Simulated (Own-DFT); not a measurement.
# Which defects push the lattice out? C11b WSi2

Everything here is calculated. The program is Own-DFT (plane waves, in-house, since retired, never reviewed by a person); positions were held fixed, and spin and spin-orbit coupling were off.

All runs used: PBEsol; PseudoDojo norm-conserving scalar-relativistic files, made for PBE; cutoff 50 hartree; 5 x 5 x 5 k mesh centred on Gamma; cold (Marzari-Vanderbilt) smearing of 0.2 eV.

Known weak points: forces on such cells failed a check on a denser k mesh; stress not checked against mesh or cutoff.

All runs share one cell, with vectors in Å (-2.148, -5.953, 3.409); (-6.444, 2.976, 1.136); (-2.553, -2.948, -6.757) and a volume of 403.2 Å³. Atoms were moved at random from their sites; u is the rms move along one axis. The defect's site can differ from row to row.

| cell | formula | u (Å) | P (GPa) |
|---|---|---|---|
| no defect | Si20W10 | 0.0194 | 0.23 |
| no defect | Si20W10 | 0.0215 | 0.43 |
| no defect | Si20W10 | 0.0475 | 1.49 |
| one Si vacancy | Si19W10 | 0.0252 | -0.66 |
| one Si vacancy | Si19W10 | 0.0301 | -0.91 |
| one Si vacancy | Si19W10 | 0.0494 | 0.80 |
| one Si on a W site | Si21W9 | 0.0258 | 2.22 |
| one Si on a W site | Si21W9 | 0.0305 | 2.49 |
| one Si on a W site | Si21W9 | 0.0501 | 3.80 |
| one W on a Si site | Si19W11 | 0.0290 | 5.30 |
| one W on a Si site | Si19W11 | 0.0307 | ? |
| one W on a Si site | Si19W11 | 0.0486 | 6.79 |
| one W on a Si site | Si19W11 | 0.0534 | 6.36 |
| one W vacancy | Si20W9 | 0.0302 | -0.49 |
| one W vacancy | Si20W9 | 0.0313 | -0.35 |
| one W vacancy | Si20W9 | 0.0503 | 0.50 |

## Analysis

P = P0 + c u² + a shift for each defect gives P0 = -0.03 GPa, c = 722 ± 82 GPa/Å² and a scatter of 0.26 GPa. The shifts, and each times the cell's volume:

- one W on a Si site: 4.72 ± 0.23 GPa, 11.9 eV
- one Si on a W site: 1.88 ± 0.21 GPa, 4.7 eV
- one W vacancy: -1.15 ± 0.21 GPa, -2.9 eV
- one Si vacancy: -1.19 ± 0.21 GPa, -3.0 eV

A positive shift means that the defect pushes the cell outwards. Shift times volume (160.2 GPa Å³ is 1 eV) depends little on the cell's size, so, taken for each site, it can be compared between cells at like pressure. The atoms around the defects weren't relaxed, which would change these numbers.

## Withheld run

Asked: what pressure belongs in the blank (one W on a Si site, u = 0.0307 Å)?

From the fit: 5.37 ± 0.31 GPa. The hidden result is 5.18 GPa.
